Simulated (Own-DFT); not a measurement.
# What a defect does to the pressure of its cell: 3C SiC

Source: density functional calculations with Own-DFT, an unreviewed in-house program that is no longer used. Nothing was measured or relaxed, and spin and spin-orbit coupling are left out.

Settings: PBE; PseudoDojo norm-conserving scalar-relativistic files; cutoff 42 hartree; 4 x 4 x 4 k mesh centred on Gamma; Fermi-Dirac smearing of 0.1 eV.

Caveats (not all hold for every row): a neutral cation vacancy leaves holes that likely carry spin, which these runs leave out; not probed for a lower state with spin; forces on such cells failed a check on a denser k mesh; forces on such cells passed a denser k mesh, each cell not checked; stress not checked against mesh or cutoff.

All runs share one cell, with vectors in Å (8.719, 0.000, 0.000); (0.000, 8.719, 0.000); (0.000, 0.000, 8.719) and a volume of 662.9 Å³. The atoms are randomly displaced, by u rms on each axis. The defect's site can differ from row to row.

```
                                     cell     formula   u (Å)  P (GPa)
                                no defect     C32Si32  0.0301     3.81
                                no defect     C32Si32  0.0313     3.90
                                no defect     C32Si32  0.0625     6.59
                   two N on a C site each   C30N2Si32  0.0294     2.00
                   two N on a C site each   C30N2Si32  0.0449     3.46
                   two N on a C site each   C30N2Si32  0.0492     3.38
                       one C on a Si site     C33Si31  0.0275     1.37
                       one C on a Si site     C33Si31  0.0333     1.75
                       one C on a Si site     C33Si31  0.0527     3.31
                           one Si vacancy     C32Si31  0.0286     2.87
                           one Si vacancy     C32Si31  0.0313     2.75
                           one Si vacancy     C32Si31  0.0442     3.66
                           one Si vacancy     C32Si31  0.0545        ?
one Al on a Si site and one N on a C site  AlC31NSi31  0.0487     5.45
one Al on a Si site and one N on a C site  AlC31NSi31  0.0513     5.55
one Al on a Si site and one N on a C site  AlC31NSi31  0.0525     5.63
```

## Worked fit

P = P0 + c u² + a shift for each defect gives P0 = 2.99 GPa, c = 921 ± 46 GPa/Å² and a scatter of 0.15 GPa. The shifts, and each times the cell's volume:

- one Al on a Si site and one N on a C site: 0.18 ± 0.12 GPa, 0.7 eV (not resolved)
- one Si vacancy: -1.04 ± 0.12 GPa, -4.3 eV
- two N on a C site each: -1.67 ± 0.12 GPa, -6.9 eV (-3.4 eV for each of its 2 sites)
- one C on a Si site: -2.27 ± 0.12 GPa, -9.4 eV

Against the defect-free cell, a freed cell would be larger where the shift is positive and smaller where it is negative (160.2 GPa Å³ is 1 eV). The atoms around the defects weren't relaxed, which would change these numbers.

## The run left out

Q: what pressure belongs in the blank (one Si vacancy, u = 0.0545 Å)?

Estimate: 4.68 ± 0.19 GPa. The run itself gave 5.37 GPa. This run lies off the fit, by chance or by something that the fit leaves out.
